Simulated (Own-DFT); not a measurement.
# One host, several defects: D0_22 TiAl3

Calculated, not measured: single-point runs of Own-DFT, a retired in-house plane-wave DFT program that no person has reviewed, on unrelaxed cells, without spin or spin-orbit coupling.

All runs used: PBE; PseudoDojo norm-conserving scalar-relativistic files; cutoff 42 hartree; 4 x 4 x 4 k mesh centred on Gamma; cold (Marzari-Vanderbilt) smearing of 0.2 eV.

Keep in mind: forces on such cells failed a check on a denser k mesh; stress not checked against mesh or cutoff.

All runs share one cell, with vectors in Å (-2.365, -6.981, 4.326); (-7.667, 3.491, 1.442); (-2.950, -3.488, -7.241) and a volume of 625.4 Å³. Atoms were moved at random from their sites; u is the rms move along one axis. The defect's site can differ from row to row.

| cell | formula | u (Å) | P (GPa) |
|---|---|---|---|
| no defect | Al30Ti10 | 0.0192 | 1.95 |
| no defect | Al30Ti10 | 0.0438 | 2.44 |
| no defect | Al30Ti10 | 0.0480 | 2.58 |
| two Al on a Ti site each | Al32Ti8 | 0.0288 | 2.84 |
| two Al on a Ti site each | Al32Ti8 | 0.0314 | 2.99 |
| two Al on a Ti site each | Al32Ti8 | 0.0472 | 3.21 |
| two Ti on an Al site each | Al28Ti12 | 0.0299 | 3.33 |
| two Ti on an Al site each | Al28Ti12 | 0.0305 | 3.35 |
| two Ti on an Al site each | Al28Ti12 | 0.0455 | 3.64 |
| two Ti on an Al site each | Al28Ti12 | 0.0552 | ? |
| two Al vacancies | Al28Ti10 | 0.0294 | 1.12 |
| two Al vacancies | Al28Ti10 | 0.0310 | 1.31 |
| two Al vacancies | Al28Ti10 | 0.0471 | 1.52 |
| one Ti vacancy | Al30Ti9 | 0.0242 | 1.79 |
| one Ti vacancy | Al30Ti9 | 0.0284 | 1.87 |
| one Ti vacancy | Al30Ti9 | 0.0499 | 2.33 |

## What the rows give

P = P0 + c u² + a shift for each defect gives P0 = 1.90 GPa, c = 275 ± 20 GPa/Å² and a scatter of 0.06 GPa. The shifts, and each times the cell's volume:

- two Ti on an Al site each: 1.18 ± 0.05 GPa, 4.6 eV (2.3 eV for each of its 2 sites)
- two Al on a Ti site each: 0.74 ± 0.05 GPa, 2.9 eV (1.4 eV for each of its 2 sites)
- one Ti vacancy: -0.26 ± 0.05 GPa, -1.0 eV
- two Al vacancies: -0.96 ± 0.05 GPa, -3.7 eV (-1.9 eV for each of its 2 sites)

Against the defect-free cell, a freed cell would be larger where the shift is positive and smaller where it is negative (160.2 GPa Å³ is 1 eV). The atoms around the defects weren't relaxed, which would change these numbers.

## Check

Question: what pressure belongs in the blank (two Ti on an Al site each, u = 0.0552 Å)?

Estimate: 3.92 ± 0.07 GPa. Computed: 4.04 GPa.
